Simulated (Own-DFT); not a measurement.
## Calculated data, Ti$_{12}$O$_{23}$ (rutile with two vacancies, strained, atoms displaced)

A calculation, not a measurement: plane-wave PBE density functional theory by an unreviewed code, no spin, of a simulated periodic cell, stress positive in tension, free energy of the whole cell less one offset for each atom, defect cell not probed for a lower state with spin; oxygen file: force components 24 meV/angstrom off all-electron in one glass; forces on such cells passed a denser k mesh, this cell's mesh not checked; offsets are fitted by least squares, one for each functional and potential file, so energies compare only between cells with the same atoms and settings and are not formation energies; the far tail of each file's local potential was reset to the Coulomb form; each entry is a single point on an unrelaxed cell, so the pressure reflects the starting lattice, mostly measured values (interpolated for alloys), from which strain is counted, and rises with the displacements; printed positions are rounded, which can move forces by about a meV/angstrom; the program, named Own-DFT, is a retired in-house code; no spin-orbit coupling; before rounding, a Quantum ESPRESSO 7.3.1 run of the same cell and cutoff gave forces within 1 meV/angstrom rms on each cell, which checks the program and not the settings. Program: Own-DFT development build.

```xyz
70
Lattice="9.1808 0.0153 -0.1626 0.0153 9.1464 -0.0080 -0.1571 -0.0077 8.7186" Properties=species:S:1:pos:R:3:force_x:R:1:force_y:R:1:force_z:R:1 formula=Ti12O23 functional=PBE potential_files=PseudoDojo_norm-conserving,scalar-relativistic,standard_set wave_cutoff=72 occupations=Fermi-Dirac smearing_width=0.1 k_mesh=3_x_3_x_3_centred_on_Gamma free_energy_of_cell_above_offsets=-11.033 pressure=13.29 stress_xx=-10.67 stress_yy=-11.63 stress_zz=-17.58 stress_yz=0.26 stress_xz=-4.31 stress_xy=0.89
Ti     0.0306     0.0337     0.0144      0.544      -0.36     -1.288
Ti     2.3163     2.3149     1.4274      0.614      0.099     -0.262
O      1.3179     1.4626     8.6475     -1.512     -1.839      0.626
O      3.2311     3.1755     0.0441       0.49      0.552     -1.046
O      3.7415     0.9713     1.4606     -0.408     -0.248     -1.033
O      0.8891     3.6308     1.4381     -0.812      1.027      0.003
Ti     0.0639     9.1307     2.8563     -1.133      0.442      1.352
Ti     2.2203     2.3073     4.3211       0.42     -0.514       0.95
O      1.4421     1.4039     2.7967     -1.404     -1.102      1.122
O      3.1623     3.2424     2.8227      0.179       0.45      1.324
O      3.6281     0.9080     4.2707     -0.416      0.082     -0.278
O      0.8297     3.6479     4.4328     -0.111      0.675     -1.398
Ti     9.0415     9.1198     5.6284      0.787      1.189     -0.197
Ti     2.1938     2.3534     7.2817      0.319     -0.589     -1.154
O      1.2774     1.4301     5.8866     -0.166     -0.419     -1.154
O      3.1124     3.1409     5.7856      0.317      0.489     -0.553
O      3.6084     0.7749     7.1449     -1.228      1.907      0.462
O      0.7858     3.6704     7.2848     -0.213      0.591      0.028
Ti     0.0683     4.6266     0.0239     -0.532      0.206       0.14
Ti     2.1968     6.8843     1.4473      2.459     -0.301     -3.026
O      1.4515     5.9979     0.0518     -1.548     -1.612     -2.303
O      3.2608     7.6713    -0.0329      0.008      1.019       -0.4
O      3.7704     5.4660     1.3406     -0.808      0.641      1.366
O      0.8706     8.2057     1.4547     -0.374      0.738      -0.36
Ti     0.0409     4.5914     2.9143     -1.458     -0.956     -1.053
Ti     2.2714     6.8822     4.2921      0.331     -0.639     -0.029
O      1.3445     5.9820     2.7709     -0.955     -1.096      2.065
O      3.1316     7.6952     2.7685      1.328      1.446      2.156
O      3.6369     5.5068     4.3620     -0.827      0.712     -1.279
O      0.8377     8.3342     4.3149      1.079     -1.305      0.744
Ti    -0.0521     4.5544     5.8076     -0.925      -0.95      1.383
Ti     2.1493     6.8263     7.1203      1.424      1.256      2.884
O      1.2448     5.9605     5.7956     -0.112      0.233     -1.314
O      3.1595     7.8117     5.6878     -1.475     -1.402      0.029
O      3.5890     5.4985     7.1490      -0.65      0.247     -0.078
O      0.8856     8.2919     7.2506     -0.733     -0.198      0.272
Ti     4.5034     9.1397     8.5909     -0.901      -0.51       0.96
Ti     7.0283     2.2565     1.3279       -1.7      0.899      1.657
O      6.0133     1.4178    -0.0447     -0.101      -0.12     -1.535
O      7.7303     3.2490    -0.0521      0.823      0.406     -1.736
O      8.2984     0.8678     1.2783      0.121      0.175     -0.038
O      5.4998     3.7379     1.3648      0.514     -0.215      1.045
Ti     4.4435     9.1398     2.8121       1.55      0.238     -0.062
Ti     6.7522     2.2260     4.2742      0.828      0.586     -1.518
O      5.9738     1.4796     2.8468     -0.969     -1.177     -1.462
O      7.7622     3.2250     2.7404       1.02      0.911      0.525
O      8.1518     0.8434     4.2242      0.601      0.094     -0.178
O      5.4304     3.7550     4.2959      0.548     -0.335     -0.107
Ti     4.4818     9.1102     5.7402      0.332      0.943     -1.085
Ti     6.7843     2.2847     7.1507     -0.143      0.253      0.145
O      5.8479     1.4770     5.6271     -0.374     -0.787       1.95
O      7.7318     3.1994     5.5574      0.182      0.673      1.816
O      8.1427     0.8867     7.1287     -0.477       0.35      0.071
O      5.2640     3.6589     7.1403      2.171     -1.491      1.149
Ti     4.6326     4.5844    -0.0581     -0.857     -0.178      1.726
Ti     6.8359     6.8536     1.2950      0.059      0.935      0.113
O      5.8545     5.9714    -0.0307      1.625      1.166     -1.302
O      7.7595     7.7350    -0.0431      0.395      0.671     -1.336
O      8.1608     5.5960     1.2349      1.869     -1.947      0.534
O      5.4762     8.3119     1.3205      0.427     -0.784      1.223
Ti     4.6118     4.5825     2.8977     -1.133     -0.792     -1.937
Ti     6.8083     6.8303     4.2547     -0.261      2.777     -0.346
O      7.7343     7.7389     2.8711      -0.01     -0.752     -0.251
O      5.4930     8.2306     4.2492     -0.051     -0.668     -0.414
Ti     4.5284     4.5657     5.8201     -1.214       0.29     -1.404
Ti     6.7499     6.8480     7.1079      0.039     -0.349      1.241
O      5.8778     5.9711     5.6067      0.176     -0.463      0.959
O      7.6528     7.7394     5.7465      0.741     -0.092     -0.624
O      8.1294     5.4807     7.0105     -0.116      0.053      0.742
O      5.3364     8.2643     7.1197      1.787     -1.232      0.781
```

Units: wave_cutoff in hartree; smearing_width, free_energy_of_cell_above_offsets in eV; pressure, stress_xx, stress_yy, stress_zz, stress_yz, stress_xz, stress_xy in GPa; force_x, force_y, force_z in eV/Å.
